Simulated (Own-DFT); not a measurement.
Simulation results for GaP (zincblende, atoms displaced)

Computed with Own-DFT development build. A calculation, not a measurement: plane-wave PBE density functional theory by an unreviewed code, no spin, of a simulated periodic cell, stress positive in tension, free energy of the whole cell less one offset for each atom, forces on such cells passed a denser k mesh, this cell's mesh not checked; offsets are fitted by least squares, one for each functional and potential file, so energies compare only between cells with the same atoms and settings and are not formation energies; the far tail of each file's local potential was reset to the Coulomb form; each entry is a single point on an unrelaxed cell, so the pressure reflects the starting lattice, mostly measured values (interpolated for alloys), from which strain is counted, and rises with the displacements; printed positions are rounded, which can move forces by about a meV/angstrom; the program, named Own-DFT, is a retired in-house code; no spin-orbit coupling.

Settings shared by all entries: functional PBE; potential files PseudoDojo norm-conserving, scalar-relativistic, standard set; wave cutoff 42 hartree; occupations Fermi-Dirac; smearing width 0.1 eV; hardware one NVIDIA H100; k mesh 3 x 3 x 3 centred on Gamma.

(1) GaP (zincblende, atoms displaced)

```xyz
64
Lattice="10.9010 0.0000 0.0000 0.0000 10.9010 0.0000 0.0000 0.0000 10.9010" Properties=species:S:1:pos:R:3 GaP
Ga    10.8481    10.8631    10.8138
Ga     0.0383     2.7487     2.7647
Ga     2.7777     0.0189     2.8072
Ga     2.7113     2.6755     0.0504
P      1.3439     1.4145     1.4046
P      1.3837     4.1037     4.0050
P      4.1324     1.2748     4.1286
P      4.0602     4.0790     1.2904
Ga     0.0264    10.8937     5.4270
Ga    10.8798     2.7245     8.1886
Ga     2.7173    10.8410     8.2007
Ga     2.7397     2.6668     5.3823
P      1.3658     1.4130     6.8060
P      1.3304     4.0250     9.5019
P      4.1064     1.3678     9.5402
P      4.1026     4.0676     6.7680
Ga    10.8625     5.4862     0.0806
Ga    10.8831     8.1145     2.7650
Ga     2.7647     5.4738     2.6197
Ga     2.7586     8.1600     0.0086
P      1.3250     6.7711     1.4716
P      1.3179     9.5923     4.0713
P      4.0927     6.8460     4.2125
P      4.0796     9.6057     1.4370
Ga     0.0469     5.4330     5.4931
Ga     0.0368     8.0175     8.1887
Ga     2.8400     5.4163     8.2155
Ga     2.7706     8.2716     5.3808
P      1.4317     6.8606     6.8378
P      1.3351     9.5023     9.5993
P      4.1455     6.7983     9.6197
P      4.1429     9.5270     6.7564
Ga     5.4441    10.8550     0.0123
Ga     5.4596     2.6417     2.6522
Ga     8.1959    10.8331     2.7982
Ga     8.1781     2.7364     0.0247
P      6.8501     1.4460     1.3312
P      6.8475     4.0770     4.0753
P      9.4866     1.3319     3.9629
P      9.5805     4.0143     1.3580
Ga     5.4038     0.1018     5.4663
Ga     5.4165     2.7342     8.1992
Ga     8.2043     0.0134     8.2170
Ga     8.1836     2.7726     5.4207
P      6.8554     1.3872     6.8258
P      6.7612     4.1514     9.5926
P      9.5570     1.4384     9.4790
P      9.5109     4.0749     6.7991
Ga     5.4525     5.3726    10.8514
Ga     5.4638     8.0974     2.7441
Ga     8.1065     5.4481     2.7449
Ga     8.1613     8.2432     0.0877
P      6.8054     6.7268     1.3896
P      6.7277     9.4756     4.0549
P      9.5065     6.7975     4.1723
P      9.5001     9.4688     1.4134
Ga     5.4492     5.4084     5.4411
Ga     5.4931     8.1235     8.1175
Ga     8.2373     5.4114     8.2249
Ga     8.1818     8.1117     5.4024
P      6.7146     6.8463     6.9050
P      6.7533     9.4783     9.5962
P      9.5290     6.8158     9.5644
P      9.5737     9.5302     6.8387
```

It finds free energy of cell above offsets -33.452 eV; pressure 3.22 GPa; stress xx -3.3 GPa; stress yy -3.21 GPa; stress zz -3.14 GPa; stress yz -0.61 GPa; stress xz 0.49 GPa; stress xy 0.37 GPa; wall time 521.6 s.

Force:
```tsv
element	x (eV/Å)	y (eV/Å)	z (eV/Å)
Ga	-0.02	0.53	1.117
Ga	-0.493	-0.334	-0.321
Ga	-1.036	0.05	-0.736
Ga	-0.294	0.115	-0.827
P	0.09	-1.268	-0.153
P	0.417	0.189	0.911
P	-0.424	1.658	-0.988
P	0.473	-0.228	0.647
Ga	-0.718	0.64	0.457
Ga	0.358	0.349	-0.879
Ga	0.081	0.281	-0.277
Ga	-0.208	0.628	0.219
P	0	-0.687	0.03
P	0.538	0.972	0.78
P	-0.375	-0.484	0.217
P	-0.181	-0.313	0.11
Ga	0.315	-0.617	-0.69
Ga	-0.209	0.367	0.394
Ga	0.493	-0.153	1.28
Ga	-0.329	0.204	0.784
P	0.313	0.787	-1.234
P	0.461	-0.669	-0.288
P	-0.073	-0.829	-1.572
P	0.181	-1.099	-0.346
Ga	0.187	0.152	-0.027
Ga	-0.346	1.294	0.096
Ga	-0.806	0.064	-0.088
Ga	-0.882	-0.044	0.576
P	0.641	-0.785	-0.533
P	0.292	-0.433	-0.746
P	-0.291	0.344	-0.752
P	-0.349	0.36	0.873
Ga	0.056	0.753	0.171
Ga	-0.404	0.89	0.668
Ga	-1.144	-0.163	-0.903
Ga	0.167	0.435	-0.656
P	0.027	-1.922	0.126
P	-1.05	-0.201	-0.09
P	0.913	0.695	1.661
P	-0.57	0.898	0.491
Ga	1.569	-1.3	0.747
Ga	0.484	0.089	-0.244
Ga	-0.324	-0.516	-0.181
Ga	0.117	-0.841	-0.094
P	-0.239	0.056	0.043
P	1.282	-1.403	-1.161
P	-0.67	-0.786	0.931
P	0.509	0.102	0.139
Ga	-0.316	0.935	1.25
Ga	-0.57	0.062	-0.362
Ga	1.263	-0.339	-0.126
Ga	-0.47	-1.14	-0.589
P	-0.321	0.577	-0.642
P	0.687	0.761	0.837
P	0.612	-0.831	-0.876
P	0.86	0.858	-0.086
Ga	0.396	0.249	0.325
Ga	-1.394	1.254	1.435
Ga	-0.86	0.46	-0.21
Ga	-0.866	1.065	1.217
P	2.229	-1.832	-1.703
P	0.604	0.454	-0.614
P	-0.209	0.051	0.559
P	-0.173	-0.407	-0.1
```

(2) GaP (zincblende, atoms displaced)

```xyz
64
Lattice="10.9010 0.0000 0.0000 0.0000 10.9010 0.0000 0.0000 0.0000 10.9010" Properties=species:S:1:pos:R:3 GaP
Ga    10.8665    10.8637    10.8817
Ga     0.0549     2.7653     2.7308
Ga     2.7066    10.8638     2.7572
Ga     2.7147     2.7568    10.8837
P      1.3692     1.3895     1.3867
P      1.3375     4.1533     4.1281
P      4.1442     1.3768     4.1722
P      4.1531     4.1187     1.4440
Ga    10.8751    10.8158     5.3675
Ga    10.7923     2.7284     8.2084
Ga     2.7321     0.0006     8.2038
Ga     2.7327     2.7284     5.4396
P      1.3541     1.4056     6.8785
P      1.3366     4.0758     9.5818
P      4.0398     1.3309     9.4996
P      4.0978     4.0157     6.7967
Ga     0.0518     5.4769    10.8478
Ga    10.8591     8.2084     2.7096
Ga     2.7742     5.5501     2.6549
Ga     2.6972     8.1856    10.8705
P      1.3493     6.8553     1.4735
P      1.3900     9.5626     4.1193
P      4.1622     6.8679     3.9645
P      4.0396     9.5187     1.3092
Ga    10.8353     5.4327     5.4277
Ga     0.0248     8.1465     8.1285
Ga     2.6507     5.4435     8.2464
Ga     2.7026     8.1731     5.3476
P      1.3814     6.7921     6.7376
P      1.3257     9.5674     9.5791
P      4.0903     6.7275     9.5973
P      4.1294     9.5138     6.7499
Ga     5.4286    10.9005     0.0345
Ga     5.4461     2.6942     2.7123
Ga     8.2041     0.0401     2.7308
Ga     8.2694     2.7455    10.8369
P      6.7967     1.3075     1.4353
P      6.8367     4.0420     4.0434
P      9.5626     1.3396     4.0759
P      9.6147     4.0276     1.3661
Ga     5.4794     0.0531     5.4766
Ga     5.4459     2.7602     8.2050
Ga     8.1027    10.8591     8.2744
Ga     8.2247     2.7094     5.5592
P      6.7467     1.3063     6.8328
P      6.8017     4.0488     9.5836
P      9.5147     1.3522     9.6254
P      9.6392     4.0960     6.8044
Ga     5.4417     5.4774     0.0633
Ga     5.4543     8.1895     2.6759
Ga     8.1411     5.5220     2.7494
Ga     8.1035     8.1716     0.0427
P      6.8307     6.8525     1.5049
P      6.7502     9.6715     4.0634
P      9.5729     6.8080     4.0286
P      9.4168     9.4974     1.3653
Ga     5.4583     5.4112     5.4722
Ga     5.3948     8.0570     8.1741
Ga     8.1510     5.4099     8.1039
Ga     8.2339     8.1331     5.5173
P      6.8587     6.7733     6.6677
P      6.7575     9.5189     9.4677
P      9.6131     6.7491     9.5625
P      9.5362     9.5911     6.8335
```

It finds free energy of cell above offsets -33.501 eV; pressure 3.16 GPa; stress xx -3.24 GPa; stress yy -3.23 GPa; stress zz -3.01 GPa; stress yz 0.38 GPa; stress xz -0.15 GPa; stress xy 0.32 GPa; wall time 547.9 s.

Force:
```tsv
element	x (eV/Å)	y (eV/Å)	z (eV/Å)
Ga	0.031	0.203	1.13
Ga	-0.047	-0.369	0.497
Ga	0.637	0.762	-0.238
Ga	0.569	-0.276	0.506
P	0.046	-0.522	-0.241
P	0.932	-0.202	-0.618
P	-0.886	-0.104	-0.969
P	-0.831	-0.427	-0.888
Ga	0.189	1.141	1.037
Ga	1.015	-0.446	0.272
Ga	-0.299	-0.517	-0.762
Ga	-0.57	-0.086	0.074
P	-0.353	-0.535	-0.61
P	-0.08	-0.216	-0.52
P	0.742	0.671	0.811
P	-0.316	1.159	0.54
Ga	0.05	-0.289	1.485
Ga	0.209	0.481	0.244
Ga	-0.205	-0.79	0.96
Ga	-0.232	-0.328	0.325
P	-0.108	0.029	-1.664
P	-0.643	-0.528	-0.833
P	-0.529	-0.65	1.493
P	0.243	0.094	0.438
Ga	0.683	0.6	-0.215
Ga	-0.07	0.218	0.226
Ga	0.541	-0.356	-0.903
Ga	0.92	-0.364	0.509
P	-0.04	0.035	0.358
P	0.28	-0.583	-0.852
P	-0.469	0.569	-0.356
P	-0.668	-0.188	0.572
Ga	0.003	0.105	-0.366
Ga	0.209	-0.135	0.499
Ga	-0.269	-0.274	0.32
Ga	-1.102	0.061	1.498
P	0.317	0.768	-1.297
P	0.193	0.124	0.743
P	0.112	0.593	0.186
P	-0.735	1.285	-0.194
Ga	-0.437	-0.679	-0.172
Ga	-0.129	-0.678	-0.076
Ga	0.654	0.726	-0.881
Ga	-0.411	-0.301	-0.77
P	1.182	0.991	0.902
P	0.186	0.741	-0.245
P	0.113	-0.619	-1.271
P	-1.292	-0.107	0.345
Ga	0.807	-0.294	0.364
Ga	-0.019	1.441	0.351
Ga	0.814	-1.457	0.014
Ga	0.112	-0.464	-0.916
P	-0.283	-0.28	-1.831
P	0.843	-1.406	0.199
P	-0.374	0.286	0.805
P	1.061	0.613	-0.033
Ga	-0.337	-0.275	-1.017
Ga	0.368	0.309	-0.659
Ga	0.238	0.115	0.576
Ga	-0.013	1.162	-1.292
P	-0.62	-0.066	1.646
P	-0.466	-0.855	1.17
P	-1.373	0.883	-0.696
P	-0.099	-0.501	0.286
```

(3) GaP (zincblende, atoms displaced)

```xyz
64
Lattice="10.9010 0.0000 0.0000 0.0000 10.9010 0.0000 0.0000 0.0000 10.9010" Properties=species:S:1:pos:R:3 GaP
Ga     0.0214     0.0719    10.8686
Ga     0.0253     2.7437     2.7527
Ga     2.7422    10.8723     2.7959
Ga     2.6616     2.7702     0.0699
P      1.3605     1.3728     1.3223
P      1.3432     4.1150     4.1230
P      4.1903     1.3508     4.1195
P      4.0824     4.1026     1.4030
Ga     0.0360    10.8577     5.4454
Ga     0.0212     2.8041     8.1094
Ga     2.6523    10.8965     8.2230
Ga     2.7089     2.7297     5.5421
P      1.4358     1.4078     6.7874
P      1.3970     4.0425     9.4793
P      4.0892     1.3019     9.4254
P      4.0854     4.0379     6.7702
Ga     0.0156     5.4449     0.0170
Ga    10.8131     8.2026     2.6269
Ga     2.7408     5.4729     2.7601
Ga     2.7238     8.1830    10.8912
P      1.3486     6.8224     1.3051
P      1.2130     9.5667     4.1613
P      4.0453     6.8366     4.1282
P      4.2158     9.4974     1.3440
Ga    10.8566     5.4010     5.5516
Ga    10.8672     8.1901     8.2692
Ga     2.7148     5.4019     8.0785
Ga     2.7921     8.2639     5.4543
P      1.3655     6.8079     6.8663
P      1.4452     9.4744     9.4882
P      4.0608     6.8114     9.5702
P      4.0347     9.5178     6.8016
Ga     5.4217     0.0033    10.8863
Ga     5.3939     2.6686     2.6803
Ga     8.2442     0.0692     2.7704
Ga     8.1967     2.6320    10.8337
P      6.8386     1.3494     1.4199
P      6.8243     4.1859     4.2249
P      9.4964     1.4131     4.0705
P      9.5513     4.1102     1.2962
Ga     5.3929     0.0682     5.4941
Ga     5.4752     2.8175     8.2534
Ga     8.2452    10.8811     8.1392
Ga     8.1401     2.5967     5.3840
P      6.7688     1.3845     6.8383
P      6.8493     4.0977     9.5187
P      9.5694     1.4404     9.4448
P      9.5405     4.2055     6.8200
Ga     5.5088     5.3867    10.8972
Ga     5.4313     8.2417     2.6757
Ga     8.1451     5.4787     2.7249
Ga     8.1651     8.2043     0.0169
P      6.8531     6.9373     1.4047
P      6.8614     9.5210     4.0558
P      9.5521     6.7554     4.0877
P      9.5355     9.5375     1.4115
Ga     5.4287     5.4129     5.3925
Ga     5.4712     8.1392     8.2010
Ga     8.2201     5.4506     8.1225
Ga     8.1418     8.1216     5.3623
P      6.7737     6.8121     6.8618
P      6.7742     9.5548     9.5617
P      9.4237     6.8793     9.5155
P      9.6377     9.5205     6.9029
```

Results for GaP (zincblende, atoms displaced): free energy of cell above offsets -32.804 eV; pressure 3.41 GPa; stress xx -3.43 GPa; stress yy -3.42 GPa; stress zz -3.39 GPa; stress yz 0.05 GPa; stress xz 0.29 GPa; stress xy 0.14 GPa; wall time 574.1 s.

Force:
```tsv
element	x (eV/Å)	y (eV/Å)	z (eV/Å)
Ga	-0.193	-0.844	-0.328
Ga	-0.197	0.252	-0.501
Ga	-0.024	-0.075	-0.332
Ga	0.877	-0.32	-0.942
P	0.181	-0.301	1.15
P	0.289	-0.248	0.161
P	-1.73	0.502	-0.324
P	0.058	-0.035	-0.32
Ga	-1.124	1.57	1.215
Ga	0.009	-0.19	-0.197
Ga	0.549	-0.032	-1.082
Ga	0.546	0.128	-1.67
P	-1.416	-0.933	0.546
P	-0.194	0.752	0.593
P	-0.021	1.02	1.475
P	0.609	0.618	0.502
Ga	-0.202	0.18	-1.143
Ga	0.926	-0.98	1.249
Ga	-0.493	0.183	-0.108
Ga	0.54	-0.109	0.393
P	0.253	0.174	0.754
P	1.861	-1.348	-1.757
P	0.576	0.272	-0.656
P	-2.231	0.908	-0.257
Ga	1.15	1.365	-1.117
Ga	0.573	-0.75	-0.322
Ga	0.424	0.324	0.758
Ga	-1.544	-0.841	-0.191
P	-0.271	0.574	-0.606
P	-1.127	0.692	1.065
P	0.335	-0.764	-0.419
P	0.954	0.854	0.918
Ga	0.391	0.529	-0.097
Ga	0.872	0.89	0.654
Ga	-0.673	-0.944	-0.334
Ga	-0.223	0.706	0.664
P	-0.115	0.025	-0.904
P	0.469	-1.603	-2.042
P	1.55	-0.489	0.292
P	-0.538	-0.546	0.675
Ga	0.939	-1.347	0.217
Ga	-0.473	-0.719	-0.772
Ga	-0.757	0.139	0.288
Ga	-0.414	1.467	1.137
P	0.499	-0.155	0.324
P	0.563	0.049	0.383
P	0.2	-0.834	0.09
P	-0.71	-2.438	-0.1
Ga	-0.232	1.079	0.375
Ga	0.608	-0.974	1.35
Ga	0.159	-0.26	-0.085
Ga	-0.134	0.521	-0.12
P	-0.547	-1.445	-0.325
P	-0.646	0.873	0.412
P	0.344	0.308	-0.107
P	-0.375	1.289	-1.373
Ga	-0.63	1.067	1.273
Ga	-0.586	0.379	0.162
Ga	-0.877	0.638	0.543
Ga	0.431	0.068	0.983
P	0.222	-0.29	-0.909
P	0.681	0.159	-0.375
P	0.968	-0.756	0.637
P	-0.913	0.016	-1.426
```

(4) GaP (zincblende, atoms displaced)

```xyz
64
Lattice="10.9010 0.0000 0.0000 0.0000 10.9010 0.0000 0.0000 0.0000 10.9010" Properties=species:S:1:pos:R:3 GaP
Ga    10.8962    10.8543    10.8515
Ga     0.0238     2.7166     2.7128
Ga     2.8019    10.8985     2.8463
Ga     2.7139     2.8213    10.7886
P      1.3054     1.2983     1.4277
P      1.3782     4.0663     4.1144
P      4.0972     1.3454     4.1424
P      4.0704     4.1512     1.3235
Ga     0.0533     0.0107     5.5664
Ga     0.0236     2.7313     8.1632
Ga     2.8051     0.0280     8.2067
Ga     2.6918     2.6163     5.5213
P      1.3258     1.3054     6.7380
P      1.3554     4.0774     9.5113
P      4.0552     1.3594     9.5402
P      4.1154     4.0283     6.8735
Ga    10.8879     5.4463    10.8102
Ga     0.0389     8.1997     2.7486
Ga     2.7698     5.4009     2.7296
Ga     2.6571     8.2026    10.8928
P      1.4433     6.8855     1.4025
P      1.4098     9.5011     3.9953
P      4.1546     6.7819     4.0537
P      4.1892     9.4543     1.3135
Ga     0.0287     5.5020     5.3916
Ga    10.8118     8.2455     8.2814
Ga     2.7134     5.4867     8.1688
Ga     2.7226     8.1929     5.4605
P      1.3947     6.8455     6.7478
P      1.4271     9.5146     9.5871
P      4.0664     6.9480     9.5085
P      4.1335     9.5853     6.7370
Ga     5.4474    10.8605     0.0090
Ga     5.4834     2.7255     2.6543
Ga     8.2120     0.0677     2.7627
Ga     8.2567     2.7559    10.8472
P      6.7637     1.3698     1.3209
P      6.8395     4.0090     4.1126
P      9.5187     1.3149     4.0111
P      9.6231     4.0448     1.3816
Ga     5.4087    10.8636     5.4542
Ga     5.4299     2.7272     8.1730
Ga     8.1889     0.0401     8.1107
Ga     8.0896     2.7308     5.4318
P      6.7631     1.3246     6.8586
P      6.8774     4.0585     9.5777
P      9.5731     1.4097     9.5433
P      9.5468     4.0872     6.8504
Ga     5.3458     5.4569    10.8916
Ga     5.3812     8.1623     2.7587
Ga     8.1352     5.4386     2.7604
Ga     8.1919     8.1271    10.8930
P      6.8105     6.7112     1.4254
P      6.8157     9.6019     4.1188
P      9.4936     6.7566     4.0518
P      9.5737     9.5261     1.3245
Ga     5.4285     5.4240     5.5162
Ga     5.3826     8.1868     8.1995
Ga     8.1524     5.4475     8.1828
Ga     8.1827     8.2409     5.3908
P      6.8274     6.7867     6.8195
P      6.7975     9.5614     9.5401
P      9.5858     6.8703     9.5766
P      9.4835     9.5111     6.7400
```

It finds free energy of cell above offsets -33.167 eV; pressure 3.33 GPa; stress xx -3.36 GPa; stress yy -3.39 GPa; stress zz -3.24 GPa; stress yz 0.56 GPa; stress xz -0.44 GPa; stress xy -0.32 GPa; wall time 541.1 s.

Force:
```tsv
element	x (eV/Å)	y (eV/Å)	z (eV/Å)
Ga	0.171	0.48	0.458
Ga	0.105	-0.252	0.459
Ga	-0.098	-0.21	-1.636
Ga	-0.059	-1.186	1.525
P	1.232	0.24	-0.834
P	0.226	-0.18	-0.07
P	0.44	0.762	-0.371
P	-0.141	-1.206	0.145
Ga	-1.243	-1.318	-2.347
Ga	-0.132	-0.212	-0.323
Ga	-0.758	-0.582	-0.724
Ga	0.544	1.091	-0.64
P	0.839	0.688	2.336
P	-0.111	0.744	-0.619
P	0.654	0.393	0.446
P	-0.956	0.502	-0.508
Ga	0.556	0.159	1.336
Ga	-0.751	-0.525	-0.527
Ga	-0.492	0.549	0.243
Ga	1.082	-0.298	0.733
P	-0.789	-1.275	-0.236
P	-0.281	0.475	1.701
P	-0.857	-0.278	1.075
P	-1.317	0.779	0.458
Ga	-0.285	-0.479	0.512
Ga	1.028	0.055	-1.268
Ga	0.211	0.028	-0.141
Ga	0.466	-0.052	-0.707
P	-0.774	0.077	1.004
P	-0.714	0.983	-1.258
P	-0.598	-1.482	0.552
P	-0.982	-0.882	1.173
Ga	0.042	0.379	-0.189
Ga	-0.532	0.128	0.461
Ga	-0.89	-1.045	-1.347
Ga	-0.327	-0.275	1.078
P	1.009	-0.099	-0.171
P	-1.084	1.052	-0.522
P	0.991	1.122	1.87
P	-0.757	0.884	-0.322
Ga	0.998	0.828	-0.239
Ga	0.736	-0.342	0.756
Ga	0.064	-0.304	0.713
Ga	1.21	-1.004	0.776
P	-0.024	0.449	-0.706
P	-1.127	0.578	-0.351
P	0.108	-0.891	-0.6
P	-0.026	0.153	-0.765
Ga	1.128	0.531	-0.508
Ga	1.531	0.053	-0.205
Ga	0.458	-0.975	-0.339
Ga	-0.699	0.355	0.725
P	-0.448	0.998	-0.789
P	-0.223	-0.408	-0.815
P	0.509	1.008	0.188
P	-0.646	-0.025	0.477
Ga	0.376	-0.159	-0.508
Ga	1.176	0.548	-0.902
Ga	0.451	0.124	0.201
Ga	-0.511	-1.163	-0.101
P	-0.202	0.716	-0.01
P	0.56	-0.323	-0.359
P	-0.908	-0.969	-0.507
P	0.838	0.494	1.064
```
